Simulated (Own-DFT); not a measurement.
# Point defects and the pressure they add: B20 RuSi

Everything here is calculated. The program is Own-DFT (plane waves, in-house, since retired, never reviewed by a person); positions were held fixed, and spin and spin-orbit coupling were off.

Common settings: PBE; PseudoDojo norm-conserving scalar-relativistic files; cutoff 50 hartree; 5 x 4 x 5 k mesh centred on Gamma; cold (Marzari-Vanderbilt) smearing of 0.2 eV.

Known weak points (not all hold for every row): not probed for a lower state with spin; forces on such cells failed a check on a denser k mesh; stress not checked against mesh or cutoff.

All runs share one cell, with vectors in Å (4.709, 0.000, 4.709); (0.000, 9.417, 0.000); (-4.709, 0.000, 4.709) and a volume of 417.6 Å³. The atoms are randomly displaced, by u rms on each axis. The defect's site can differ from row to row.

| cell | formula | u (Å) | P (GPa) |
|---|---|---|---|
| no defect | Ru16Si16 | 0.0198 | 5.12 |
| no defect | Ru16Si16 | 0.0216 | 4.83 |
| no defect | Ru16Si16 | 0.0497 | 5.93 |
| one Si on a Ru site | Ru15Si17 | 0.0307 | 6.37 |
| one Si on a Ru site | Ru15Si17 | 0.0322 | 6.24 |
| one Si on a Ru site | Ru15Si17 | 0.0522 | 7.60 |
| one Si on a Ru site | Ru15Si17 | 0.0533 | ? |
| one Ru vacancy | Ru15Si16 | 0.0323 | 3.53 |
| one Ru vacancy | Ru15Si16 | 0.0325 | 2.51 |
| one Ru vacancy | Ru15Si16 | 0.0474 | 3.91 |
| one Ru on a Si site | Ru17Si15 | 0.0256 | 8.05 |
| one Ru on a Si site | Ru17Si15 | 0.0442 | 9.77 |
| one Ru on a Si site | Ru17Si15 | 0.0599 | 9.94 |
| one Si vacancy | Ru16Si15 | 0.0280 | 2.04 |
| one Si vacancy | Ru16Si15 | 0.0303 | 2.32 |
| one Si vacancy | Ru16Si15 | 0.0493 | 3.94 |

## Working it out

P = P0 + c u² + a shift for each defect gives P0 = 4.53 GPa, c = 685 ± 123 GPa/Å² and a scatter of 0.42 GPa. The shifts, and each times the cell's volume:

- one Ru on a Si site: 3.31 ± 0.36 GPa, 8.6 eV
- one Si on a Ru site: 1.13 ± 0.35 GPa, 3.0 eV
- one Ru vacancy: -2.21 ± 0.35 GPa, -5.8 eV
- one Si vacancy: -2.71 ± 0.35 GPa, -7.1 eV

A positive shift means that the defect pushes the cell outwards. Shift times volume (160.2 GPa Å³ is 1 eV) depends little on the cell's size, so, taken for each site, it can be compared between cells at like pressure. The atoms around the defects weren't relaxed, which would change these numbers.

## Prediction

Asked: what pressure belongs in the blank (one Si on a Ru site, u = 0.0533 Å)?

The fit gives 7.61 ± 0.51 GPa. The calculation gave 8.44 GPa.
